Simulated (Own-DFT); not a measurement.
# Computed records: GaP (zincblende, strongly disordered by large displacements), InAs (zincblende, strongly disordered by large displacements)

A calculation, not a measurement: plane-wave PBE density functional theory by an unreviewed code, no spin, of a simulated periodic cell, stress positive in tension, free energy of the whole cell less one offset for each atom, forces on such cells passed a denser k mesh, this cell's mesh not checked; broken bonds can close the gap or carry spin, so checks made on this kind of crystal may not hold here; offsets are fitted by least squares, one for each functional and potential file, so energies compare only between cells with the same atoms and settings and are not formation energies; the far tail of each file's local potential was reset to the Coulomb form; each entry is a single point on an unrelaxed cell, so the pressure reflects the starting lattice, mostly measured values (interpolated for alloys), from which strain is counted, and rises with the displacements; printed positions are rounded, which can move forces by about a meV/angstrom; the program, named Own-DFT, is a retired in-house code; no spin-orbit coupling. Program: Own-DFT development build.

Settings shared by all entries: functional PBE; potential files PseudoDojo norm-conserving, scalar-relativistic, standard set; wave cutoff 42 hartree; occupations Fermi-Dirac; smearing width 0.1 eV; k mesh 3 x 3 x 3 centred on Gamma.

```yaml
- entry: 1
  formula: GaP
  kind: "zincblende, strongly disordered by large displacements"
  structure:
    cell_angstrom: [[10.901, 0.0, 0.0], [0.0, 10.901, 0.0], [0.0, 0.0, 10.901]]
    atoms_fractional:
      - [Ga, 0.0112, 0.99669, 0.0042]
      - [Ga, 0.06161, 0.24434, 0.26243]
      - [Ga, 0.20978, 0.99577, 0.23342]
      - [Ga, 0.27448, 0.20337, 0.99638]
      - [P, 0.0678, 0.11177, 0.14023]
      - [P, 0.08801, 0.38622, 0.37385]
      - [P, 0.3639, 0.16366, 0.36843]
      - [P, 0.37562, 0.37806, 0.11797]
      - [Ga, 0.03331, 0.02159, 0.47425]
      - [Ga, 0.03288, 0.24909, 0.73861]
      - [Ga, 0.27061, 0.0305, 0.74592]
      - [Ga, 0.26713, 0.26046, 0.48888]
      - [P, 0.14529, 0.1409, 0.58929]
      - [P, 0.14107, 0.40161, 0.83731]
      - [P, 0.36824, 0.10646, 0.87647]
      - [P, 0.35655, 0.34705, 0.64207]
      - [Ga, 0.00893, 0.48498, 0.02167]
      - [Ga, 0.97131, 0.76221, 0.21514]
      - [Ga, 0.2975, 0.5136, 0.27974]
      - [Ga, 0.19183, 0.80545, 0.03513]
      - [P, 0.12412, 0.61548, 0.18208]
      - [P, 0.06265, 0.88967, 0.35185]
      - [P, 0.39017, 0.60471, 0.40298]
      - [P, 0.37217, 0.83704, 0.16129]
      - [Ga, 0.97531, 0.49285, 0.46757]
      - [Ga, 0.97902, 0.72237, 0.71188]
      - [Ga, 0.26398, 0.51153, 0.75952]
      - [Ga, 0.24823, 0.77042, 0.49706]
      - [P, 0.11806, 0.64827, 0.62362]
      - [P, 0.16079, 0.91202, 0.83623]
      - [P, 0.33903, 0.65496, 0.83746]
      - [P, 0.33412, 0.87523, 0.61905]
      - [Ga, 0.48289, 0.01268, 0.98072]
      - [Ga, 0.52603, 0.23099, 0.28406]
      - [Ga, 0.75434, 0.01403, 0.27572]
      - [Ga, 0.8095, 0.25746, 0.02067]
      - [P, 0.62016, 0.20054, 0.13091]
      - [P, 0.73152, 0.32062, 0.38251]
      - [P, 0.90656, 0.12861, 0.37852]
      - [P, 0.88696, 0.37827, 0.13313]
      - [Ga, 0.53586, 0.99998, 0.49547]
      - [Ga, 0.5192, 0.26009, 0.74293]
      - [Ga, 0.74856, 0.01585, 0.79325]
      - [Ga, 0.77276, 0.17821, 0.48725]
      - [P, 0.5949, 0.10655, 0.63111]
      - [P, 0.53739, 0.39929, 0.86923]
      - [P, 0.87566, 0.14728, 0.83231]
      - [P, 0.91887, 0.35644, 0.60457]
      - [Ga, 0.47804, 0.49836, 0.014]
      - [Ga, 0.55599, 0.83405, 0.22249]
      - [Ga, 0.72238, 0.50083, 0.24344]
      - [Ga, 0.81367, 0.71258, 0.05695]
      - [P, 0.6178, 0.71466, 0.09417]
      - [P, 0.68403, 0.87036, 0.36322]
      - [P, 0.86021, 0.56934, 0.34867]
      - [P, 0.88316, 0.87871, 0.05829]
      - [Ga, 0.50787, 0.4783, 0.46135]
      - [Ga, 0.47674, 0.76659, 0.79918]
      - [Ga, 0.73763, 0.47741, 0.71401]
      - [Ga, 0.79016, 0.74003, 0.4817]
      - [P, 0.62076, 0.61279, 0.63091]
      - [P, 0.61853, 0.91454, 0.87116]
      - [P, 0.85404, 0.5955, 0.92744]
      - [P, 0.83393, 0.82402, 0.67578]
  settings:
    hardware: "one NVIDIA H100"
  results:
    "free_energy_of_cell_above_offsets [eV]": "34.736"
    "pressure [GPa]": 17.83
    "stress_xx [GPa]": -16.77
    "stress_yy [GPa]": -19.6
    "stress_zz [GPa]": -17.14
    "stress_yz [GPa]": -4.83
    "stress_xz [GPa]": -0.28
    "stress_xy [GPa]": -1.88
    force_element: [Ga, Ga, Ga, Ga, P, P, P, P, Ga, Ga, Ga, Ga, P, P, P, P, Ga, Ga, Ga, Ga, P, P, P, P, Ga, Ga, Ga, Ga, P, P, P, P, Ga, Ga, Ga, Ga, P, P, P, P, Ga, Ga, Ga, Ga, P, P, P, P, Ga, Ga, Ga, Ga, P, P, P, P, Ga, Ga, Ga, Ga, P, P, P, P]
    "force_x [eV/angstrom]": [2.674, -2.095, 2.322, -4.196, 2.876, 7.4, 1.279, -2.242, 0.231, 0.822, -1.583, -2.77, -0.303, -4.005, 3.498, 1.179, 2.662, 0.479, -4.075, 0.445, 0.026, 2.699, -0.498, -2.655, 0.685, 0.339, 1.054, -3.112, 3.904, -5.138, -1.131, 5.194, 3.333, -0.682, 2.468, -2.713, 2.76, -3.675, 1.873, 1.186, -3.357, -1.228, 0.83, -4.074, 4.321, 3.726, 2.03, -3.387, 0.503, -1.274, -3.788, -3.292, -0.326, -2.244, -0.077, -2.368, 4.211, 4.494, 1.421, -0.214, -1.039, -3.16, 1.948, -4.172]
    "force_y [eV/angstrom]": [0.951, 1.41, -0.862, 5.085, -0.148, 0.096, -5.222, -2.298, 0.682, 0.38, 0.467, 3.724, -1.357, -4.106, 3.347, 2.118, 1.494, -1.094, -3.5, -1.127, 0.108, -4.494, 7.349, 1.982, 2.224, -0.133, -1.591, -3.153, -3.913, -3.994, 1.57, 2.987, -2.169, 2.552, 4.913, -3.657, -3.458, 5.238, -0.528, 1.722, -3.541, -1.633, -0.258, -1.294, 2.466, 0.04, 2.476, -0.196, 5.197, 1.47, -1.739, -1.654, -4.422, -2.196, 6.605, 3.121, -3.855, 2.705, -1.45, -1.888, 1.661, -4.624, -4.31, 3.718]
    "force_z [eV/angstrom]": [-6.272, 0.412, 0.67, 4.427, -2.307, -0.482, -3.27, 3.052, 4.483, -0.348, -7.3, 1.186, 3.029, 4.997, -2.702, 0.28, -1.681, 1.259, -4.88, -0.578, -1.951, -1.446, 2.025, -0.91, 6.322, 4.437, -5.76, -3.815, -3.4, 3.753, 5.726, 2.676, 5.278, 3.246, -4.281, -3.634, -5.129, -3.497, -5.325, 4.327, -3.745, -1.218, -4.356, 8.669, 3.187, -1.816, 3.124, 1.185, 0.814, 1.668, -2.99, 2.446, -2.847, 4.494, -0.324, 2.47, 3.505, -2.856, 1.359, 1.231, -1.643, 2.671, -6.161, -1.485]
    "wall_time [s]": 608.1
- entry: 2
  formula: GaP
  kind: "zincblende, strongly disordered by large displacements"
  structure:
    cell_angstrom: [[10.901, 0.0, 0.0], [0.0, 10.901, 0.0], [0.0, 0.0, 10.901]]
    atoms_fractional:
      - [Ga, 0.04323, 0.98583, 0.01541]
      - [Ga, 0.99739, 0.28112, 0.21276]
      - [Ga, 0.23828, 0.98756, 0.20835]
      - [Ga, 0.26908, 0.21644, 0.01879]
      - [P, 0.13069, 0.11023, 0.13857]
      - [P, 0.10341, 0.38216, 0.38053]
      - [P, 0.35966, 0.09638, 0.38363]
      - [P, 0.39498, 0.41784, 0.17346]
      - [Ga, 0.02992, 0.96684, 0.47521]
      - [Ga, 0.95683, 0.26194, 0.69882]
      - [Ga, 0.22939, 0.02343, 0.72389]
      - [Ga, 0.30475, 0.25659, 0.43665]
      - [P, 0.1202, 0.13378, 0.6379]
      - [P, 0.1903, 0.29861, 0.88262]
      - [P, 0.3846, 0.1429, 0.86043]
      - [P, 0.40634, 0.37956, 0.61121]
      - [Ga, 0.98184, 0.48629, 0.98717]
      - [Ga, 0.03788, 0.77503, 0.1996]
      - [Ga, 0.25308, 0.4926, 0.24943]
      - [Ga, 0.23078, 0.69885, 0.02048]
      - [P, 0.12981, 0.63473, 0.14932]
      - [P, 0.11436, 0.83613, 0.34445]
      - [P, 0.38834, 0.64369, 0.31759]
      - [P, 0.33472, 0.83432, 0.05555]
      - [Ga, 0.99705, 0.49768, 0.46321]
      - [Ga, 0.98923, 0.7495, 0.78372]
      - [Ga, 0.23821, 0.50101, 0.73313]
      - [Ga, 0.31942, 0.74416, 0.53915]
      - [P, 0.07327, 0.68033, 0.60007]
      - [P, 0.16281, 0.89188, 0.9289]
      - [P, 0.36777, 0.65631, 0.92008]
      - [P, 0.31105, 0.8691, 0.66489]
      - [Ga, 0.52022, 0.02819, 0.98456]
      - [Ga, 0.44444, 0.18583, 0.24806]
      - [Ga, 0.75016, 0.99903, 0.24878]
      - [Ga, 0.76109, 0.2613, 0.9273]
      - [P, 0.66251, 0.10136, 0.07363]
      - [P, 0.66113, 0.3693, 0.38421]
      - [P, 0.89622, 0.09897, 0.36356]
      - [P, 0.83528, 0.40791, 0.04939]
      - [Ga, 0.50533, 0.02357, 0.48585]
      - [Ga, 0.49692, 0.25472, 0.7806]
      - [Ga, 0.77081, 0.01726, 0.75198]
      - [Ga, 0.7689, 0.2841, 0.51521]
      - [P, 0.58392, 0.10783, 0.63837]
      - [P, 0.63158, 0.39383, 0.89807]
      - [P, 0.90838, 0.10906, 0.87822]
      - [P, 0.87347, 0.43094, 0.64571]
      - [Ga, 0.54486, 0.52341, 0.98281]
      - [Ga, 0.44748, 0.7855, 0.22878]
      - [Ga, 0.75745, 0.52417, 0.29227]
      - [Ga, 0.722, 0.67101, 0.95498]
      - [P, 0.67535, 0.61227, 0.11332]
      - [P, 0.57233, 0.88416, 0.37164]
      - [P, 0.83094, 0.67588, 0.39313]
      - [P, 0.86643, 0.93101, 0.0918]
      - [Ga, 0.49938, 0.48959, 0.5076]
      - [Ga, 0.53432, 0.68541, 0.77599]
      - [Ga, 0.71875, 0.50196, 0.70929]
      - [Ga, 0.76731, 0.75766, 0.53719]
      - [P, 0.63093, 0.62025, 0.61195]
      - [P, 0.68034, 0.86942, 0.79004]
      - [P, 0.89076, 0.64608, 0.90611]
      - [P, 0.84449, 0.90616, 0.61626]
  settings:
    hardware: "one NVIDIA H100"
  results:
    "free_energy_of_cell_above_offsets [eV]": "42.367"
    "pressure [GPa]": 19.81
    "stress_xx [GPa]": -20.16
    "stress_yy [GPa]": -21.45
    "stress_zz [GPa]": -17.83
    "stress_yz [GPa]": -1.64
    "stress_xz [GPa]": 5.03
    "stress_xy [GPa]": 2.28
    force_element: [Ga, Ga, Ga, Ga, P, P, P, P, Ga, Ga, Ga, Ga, P, P, P, P, Ga, Ga, Ga, Ga, P, P, P, P, Ga, Ga, Ga, Ga, P, P, P, P, Ga, Ga, Ga, Ga, P, P, P, P, Ga, Ga, Ga, Ga, P, P, P, P, Ga, Ga, Ga, Ga, P, P, P, P, Ga, Ga, Ga, Ga, P, P, P, P]
    "force_x [eV/angstrom]": [-5.651, -0.941, 4.232, 3.034, -3.248, 5.18, -3.276, 5.822, -0.87, 1.364, 2.347, -3.358, -4.184, -4.013, -4.798, -5.09, 7.386, -8.984, -6.06, -7.637, -1.822, 5.002, -1.844, 7.243, -4.686, 2.05, 0.02, -0.775, 1.583, 4.425, 7.017, 2.882, -3.772, 3.74, -1.003, 2.924, 2.945, -3.54, -0.255, -4.054, 0.27, 4.523, 1.466, 1.705, 2.759, -0.114, -0.317, 4.754, -5.786, 3.032, -0.772, -3.615, -2.779, 2.861, 4.725, -0.867, 4.196, -0.858, -0.53, -3.996, -4.078, -5.013, 4.546, 4.556]
    "force_y [eV/angstrom]": [3.282, -0.792, -5.916, -1.654, 7.514, -4.807, -7.746, -4.903, 1.533, -2.959, -0.53, 7.616, 3.91, 4.962, -5.653, -4.548, 1.873, 4.088, 2.343, -2.67, -10.29, 2.742, -6.112, 9.487, 6.284, 2.672, 0.031, -4.539, -1.342, -4.549, -3.492, 0.546, -2.831, 3.991, -0.117, -4.481, 2.342, 0.41, 2.116, -3.098, -0.819, 5.016, 7.822, -2.976, 2.296, -3.177, 1.922, -0.947, 4.572, 5.21, -0.767, 5.431, -1.433, -1.869, -2.345, -2.46, 4.205, 2.11, -3.394, 0.401, 4.289, -6.959, -1.551, 0.71]
    "force_z [eV/angstrom]": [2.136, 0.235, 3.757, 6.085, -0.798, -3.694, -0.008, -3.165, 1.459, 2.0, 5.182, 3.996, -5.056, -6.13, 2.828, 3.736, -1.849, -3.702, 3.366, -2.741, 1.701, 6.525, 6.18, 2.151, 4.314, -2.644, 0.349, -5.32, -0.463, -6.082, -5.92, 2.702, -2.693, -6.03, 1.097, 1.157, 3.208, -2.395, 0.488, 5.343, 1.532, -4.063, 0.535, 1.585, 2.476, -6.824, -1.254, -2.697, 3.894, -3.143, -1.026, -5.272, 8.02, -1.856, -5.73, 0.039, -5.646, 1.776, 6.846, 2.774, -4.343, 2.979, -1.232, -0.674]
    "wall_time [s]": 611.1
- entry: 3
  formula: GaP
  kind: "zincblende, strongly disordered by large displacements"
  structure:
    cell_angstrom: [[10.901, 0.0, 0.0], [0.0, 10.901, 0.0], [0.0, 0.0, 10.901]]
    atoms_fractional:
      - [Ga, 0.97799, 0.97375, 0.9909]
      - [Ga, 0.02359, 0.23974, 0.22814]
      - [Ga, 0.23711, 0.99853, 0.21773]
      - [Ga, 0.23939, 0.26983, 0.98352]
      - [P, 0.14605, 0.10738, 0.12392]
      - [P, 0.12516, 0.38368, 0.3643]
      - [P, 0.37512, 0.12111, 0.37465]
      - [P, 0.41144, 0.35323, 0.13857]
      - [Ga, 0.99314, 0.98637, 0.48276]
      - [Ga, 0.97811, 0.23628, 0.72992]
      - [Ga, 0.2554, 0.02275, 0.72235]
      - [Ga, 0.25174, 0.27016, 0.47654]
      - [P, 0.10486, 0.16346, 0.63324]
      - [P, 0.14978, 0.3568, 0.85777]
      - [P, 0.36671, 0.11412, 0.89051]
      - [P, 0.38577, 0.38078, 0.63457]
      - [Ga, 0.00319, 0.50686, 0.01304]
      - [Ga, 0.00239, 0.75844, 0.22559]
      - [Ga, 0.25819, 0.48601, 0.27315]
      - [Ga, 0.23868, 0.7673, 0.04166]
      - [P, 0.15501, 0.62263, 0.10653]
      - [P, 0.15372, 0.86967, 0.36898]
      - [P, 0.37653, 0.62242, 0.38806]
      - [P, 0.34773, 0.8638, 0.15044]
      - [Ga, 0.00635, 0.52157, 0.49676]
      - [Ga, 0.982, 0.73713, 0.78712]
      - [Ga, 0.26175, 0.46224, 0.71738]
      - [Ga, 0.21089, 0.73404, 0.4821]
      - [P, 0.11354, 0.61434, 0.61163]
      - [P, 0.09776, 0.86171, 0.87329]
      - [P, 0.36693, 0.63411, 0.88307]
      - [P, 0.38256, 0.90847, 0.61815]
      - [Ga, 0.49469, 0.00951, 0.00748]
      - [Ga, 0.51735, 0.23263, 0.25767]
      - [Ga, 0.74959, 0.02946, 0.25674]
      - [Ga, 0.75842, 0.23613, 0.99765]
      - [P, 0.62256, 0.11176, 0.13781]
      - [P, 0.61631, 0.37483, 0.37148]
      - [P, 0.87216, 0.13087, 0.40749]
      - [P, 0.87481, 0.38282, 0.13966]
      - [Ga, 0.48107, 0.03231, 0.47349]
      - [Ga, 0.47203, 0.27024, 0.74389]
      - [Ga, 0.72796, 0.0005, 0.76024]
      - [Ga, 0.73658, 0.24902, 0.47748]
      - [P, 0.64419, 0.11359, 0.60675]
      - [P, 0.62362, 0.37854, 0.8751]
      - [P, 0.84148, 0.11136, 0.9176]
      - [P, 0.87786, 0.35807, 0.64367]
      - [Ga, 0.48752, 0.49906, 0.98804]
      - [Ga, 0.5108, 0.73041, 0.25868]
      - [Ga, 0.76401, 0.50058, 0.23098]
      - [Ga, 0.71227, 0.79193, 0.03789]
      - [P, 0.63636, 0.59852, 0.11983]
      - [P, 0.61415, 0.88016, 0.35894]
      - [P, 0.8579, 0.65448, 0.37551]
      - [P, 0.86333, 0.88067, 0.10872]
      - [Ga, 0.51409, 0.50243, 0.52598]
      - [Ga, 0.49961, 0.75003, 0.71887]
      - [Ga, 0.7482, 0.49321, 0.75011]
      - [Ga, 0.78507, 0.72444, 0.5118]
      - [P, 0.62063, 0.59894, 0.61215]
      - [P, 0.63038, 0.93313, 0.9021]
      - [P, 0.90339, 0.60337, 0.88383]
      - [P, 0.8917, 0.86321, 0.63907]
  settings:
    hardware: "one NVIDIA H100"
  results:
    "free_energy_of_cell_above_offsets [eV]": "9.837"
    "pressure [GPa]": 13.83
    "stress_xx [GPa]": -14.3
    "stress_yy [GPa]": -14.0
    "stress_zz [GPa]": -13.21
    "stress_yz [GPa]": 0.84
    "stress_xz [GPa]": -0.68
    "stress_xy [GPa]": 4.31
    force_element: [Ga, Ga, Ga, Ga, P, P, P, P, Ga, Ga, Ga, Ga, P, P, P, P, Ga, Ga, Ga, Ga, P, P, P, P, Ga, Ga, Ga, Ga, P, P, P, P, Ga, Ga, Ga, Ga, P, P, P, P, Ga, Ga, Ga, Ga, P, P, P, P, Ga, Ga, Ga, Ga, P, P, P, P, Ga, Ga, Ga, Ga, P, P, P, P]
    "force_x [eV/angstrom]": [2.556, -1.282, 3.959, 5.06, -6.676, -3.226, -7.209, -3.465, 1.6, -2.096, -1.631, 0.436, 6.98, -5.598, -0.902, 3.201, 2.163, 0.378, 3.091, -0.341, -3.945, -3.935, 0.202, 7.64, -3.961, 0.903, -7.899, 3.433, 3.191, 4.611, -0.209, 0.168, -3.11, -0.665, 1.84, -5.932, -0.382, 0.735, 2.125, 3.413, 7.597, 5.089, 3.424, -0.266, -2.469, -0.293, 6.437, -3.931, 0.506, -0.315, -1.651, -2.132, -2.459, 0.914, 5.714, 1.135, -7.369, -0.848, 0.983, -5.837, 8.569, -0.8, -5.807, -1.411]
    "force_y [eV/angstrom]": [2.482, 0.354, -3.094, -4.235, 6.789, -1.198, 5.85, 2.275, -0.617, -0.534, 0.494, -1.179, -5.421, 3.625, 1.989, -1.634, -2.088, -0.379, 1.771, 1.89, -5.747, 3.664, -0.357, 0.364, -3.549, 1.178, 7.108, -1.99, 1.939, 2.306, 0.525, -2.461, 0.111, -0.084, -2.744, 8.433, 1.903, 1.575, -0.887, -4.067, -6.655, -6.079, 1.211, 1.789, 0.861, -1.247, -5.845, 5.142, -0.419, -0.11, 1.782, -2.905, 3.111, 0.585, -5.9, -0.161, -6.274, 0.274, -0.102, 5.224, 8.344, -5.704, -1.666, 0.38]
    "force_z [eV/angstrom]": [-1.264, 1.622, 7.957, 5.602, -6.834, 0.925, -6.341, -1.789, 1.48, 8.438, 1.857, 1.568, -5.681, -3.574, -1.647, -10.09, 1.098, 0.721, -3.17, -7.648, 4.243, -2.449, 0.566, 0.586, -3.305, -4.197, 5.795, 2.303, 5.21, 0.896, -1.41, -1.109, 2.474, 1.091, 1.826, 5.113, -2.221, -0.028, -4.099, -3.004, 6.522, 5.333, -3.827, 2.759, 0.351, 0.068, -7.235, -4.617, 0.736, -0.446, 4.903, -1.637, -1.504, 1.294, -9.253, 5.468, -7.762, 1.618, 0.8, 8.104, 6.411, 0.479, -0.267, 0.186]
    "wall_time [s]": 566.9
- entry: 4
  formula: InAs
  kind: "zincblende, strongly disordered by large displacements"
  structure:
    cell_angstrom: [[12.1166, 0.0, 0.0], [0.0, 12.1166, 0.0], [0.0, 0.0, 12.1166]]
    atoms_fractional:
      - [In, 0.01127, 0.00953, 0.98443]
      - [In, 0.97791, 0.25592, 0.27477]
      - [In, 0.27353, 0.99537, 0.27986]
      - [In, 0.28384, 0.23063, 0.011]
      - [As, 0.1168, 0.14495, 0.08053]
      - [As, 0.12602, 0.3572, 0.38048]
      - [As, 0.35844, 0.13327, 0.3422]
      - [As, 0.36964, 0.38668, 0.12411]
      - [In, 0.96776, 0.02367, 0.53318]
      - [In, 0.98701, 0.21617, 0.73771]
      - [In, 0.27534, 0.00677, 0.75276]
      - [In, 0.25932, 0.27682, 0.50391]
      - [As, 0.11334, 0.14474, 0.63197]
      - [As, 0.10846, 0.38154, 0.89783]
      - [As, 0.34515, 0.12092, 0.86325]
      - [As, 0.4009, 0.37955, 0.60044]
      - [In, 0.97463, 0.53573, 0.01662]
      - [In, 0.98159, 0.7465, 0.26139]
      - [In, 0.22126, 0.50658, 0.24103]
      - [In, 0.26914, 0.74957, 0.97917]
      - [As, 0.1071, 0.64025, 0.12482]
      - [As, 0.1439, 0.89109, 0.38922]
      - [As, 0.39669, 0.63595, 0.37545]
      - [As, 0.37418, 0.88846, 0.10709]
      - [In, 0.98224, 0.479, 0.49579]
      - [In, 0.01607, 0.75611, 0.76181]
      - [In, 0.27839, 0.49776, 0.76814]
      - [In, 0.26913, 0.75165, 0.49358]
      - [As, 0.13109, 0.61216, 0.63959]
      - [As, 0.12847, 0.87478, 0.83992]
      - [As, 0.34909, 0.61726, 0.87501]
      - [As, 0.36077, 0.90916, 0.60505]
      - [In, 0.50833, 0.99384, 0.97523]
      - [In, 0.49158, 0.26421, 0.24002]
      - [In, 0.76253, 0.01823, 0.24267]
      - [In, 0.72574, 0.2769, 0.0014]
      - [As, 0.63186, 0.15829, 0.10928]
      - [As, 0.65436, 0.35145, 0.38276]
      - [As, 0.88498, 0.13739, 0.38026]
      - [As, 0.88285, 0.36118, 0.09707]
      - [In, 0.50528, 0.00691, 0.49919]
      - [In, 0.50468, 0.2386, 0.73922]
      - [In, 0.74597, 0.96438, 0.74501]
      - [In, 0.73469, 0.25096, 0.49922]
      - [As, 0.61317, 0.10364, 0.62991]
      - [As, 0.65179, 0.37482, 0.8748]
      - [As, 0.85396, 0.15082, 0.87172]
      - [As, 0.88441, 0.40415, 0.67346]
      - [In, 0.49737, 0.48641, 0.01153]
      - [In, 0.51941, 0.75175, 0.23759]
      - [In, 0.75796, 0.49933, 0.23355]
      - [In, 0.76941, 0.74767, 0.97324]
      - [As, 0.62449, 0.64622, 0.12503]
      - [As, 0.62386, 0.89401, 0.33573]
      - [As, 0.88819, 0.61375, 0.39597]
      - [As, 0.86493, 0.88221, 0.12407]
      - [In, 0.49648, 0.50669, 0.48718]
      - [In, 0.48713, 0.7313, 0.74724]
      - [In, 0.75073, 0.51762, 0.75386]
      - [In, 0.74804, 0.75537, 0.5049]
      - [As, 0.60552, 0.6297, 0.64274]
      - [As, 0.6174, 0.8674, 0.8836]
      - [As, 0.88418, 0.6384, 0.85799]
      - [As, 0.86468, 0.8636, 0.6274]
  settings:
    hardware: "one NVIDIA H200"
  results:
    "free_energy_of_cell_above_offsets [eV]": "1.331"
    "pressure [GPa]": 9.39
    "stress_xx [GPa]": -8.43
    "stress_yy [GPa]": -10.49
    "stress_zz [GPa]": -9.26
    "stress_yz [GPa]": -1.91
    "stress_xz [GPa]": 0.33
    "stress_xy [GPa]": -1.09
    force_element: [In, In, In, In, As, As, As, As, In, In, In, In, As, As, As, As, In, In, In, In, As, As, As, As, In, In, In, In, As, As, As, As, In, In, In, In, As, As, As, As, In, In, In, In, As, As, As, As, In, In, In, In, As, As, As, As, In, In, In, In, As, As, As, As]
    "force_x [eV/angstrom]": [-1.622, 2.73, -3.767, -1.152, -0.342, -0.85, 4.584, -1.577, 1.503, -3.048, -5.054, -0.23, 5.292, 0.824, 6.078, -0.613, 0.471, 0.877, 0.629, -2.951, 1.559, -2.754, -1.38, 0.141, 2.271, -2.019, -4.89, -1.539, 0.291, 3.385, 6.391, 1.005, -1.723, 1.322, -0.361, 4.491, -2.686, -5.345, -3.347, 0.97, -0.757, -0.562, -1.203, 4.177, 2.82, -5.267, -0.707, 1.763, 1.951, -3.58, 0.135, -1.655, 2.806, 0.347, -2.756, 1.359, 3.113, -2.605, -2.243, -1.635, 2.878, 1.19, 0.203, 2.663]
    "force_y [eV/angstrom]": [-1.523, 2.584, -5.876, 2.295, 0.832, 2.077, 6.899, -0.33, -0.875, 4.111, -4.442, -2.559, -2.519, -0.332, 4.68, -0.72, -1.887, 1.604, -0.218, 3.311, 1.442, -1.179, 0.367, -0.537, -1.435, -3.117, -6.244, -0.533, 0.052, 3.85, 2.223, -2.396, 3.163, -0.397, 1.231, -2.215, -4.268, 6.404, -3.248, 0.968, -0.62, 0.975, 2.727, -4.805, 0.962, 4.282, -2.694, -2.659, 1.907, 1.929, -0.132, 1.463, -3.614, 0.392, 1.961, -0.542, -0.099, 3.372, 1.081, -1.041, -1.912, -2.485, -1.186, -0.507]
    "force_z [eV/angstrom]": [-1.128, -4.513, -4.784, 0.855, 3.163, -1.249, 4.494, 1.107, -0.514, 3.703, -4.583, 0.175, -3.563, -0.65, 3.444, 3.411, -1.032, 0.164, 0.845, 2.655, 0.139, 0.512, -2.196, 0.917, 2.503, -4.001, -5.228, 1.077, -1.246, 3.808, 2.889, -0.121, 2.068, 0.796, -0.411, 2.214, 2.677, -6.458, 2.261, 2.025, -3.257, 1.096, 1.951, 6.866, 0.579, -5.35, 0.569, -2.586, -1.736, 1.343, 0.488, 2.56, -3.305, 2.984, -1.915, -0.962, -0.513, 2.243, 0.295, -1.702, -3.314, -2.274, -0.034, -0.251]
    "wall_time [s]": 1160.0
```
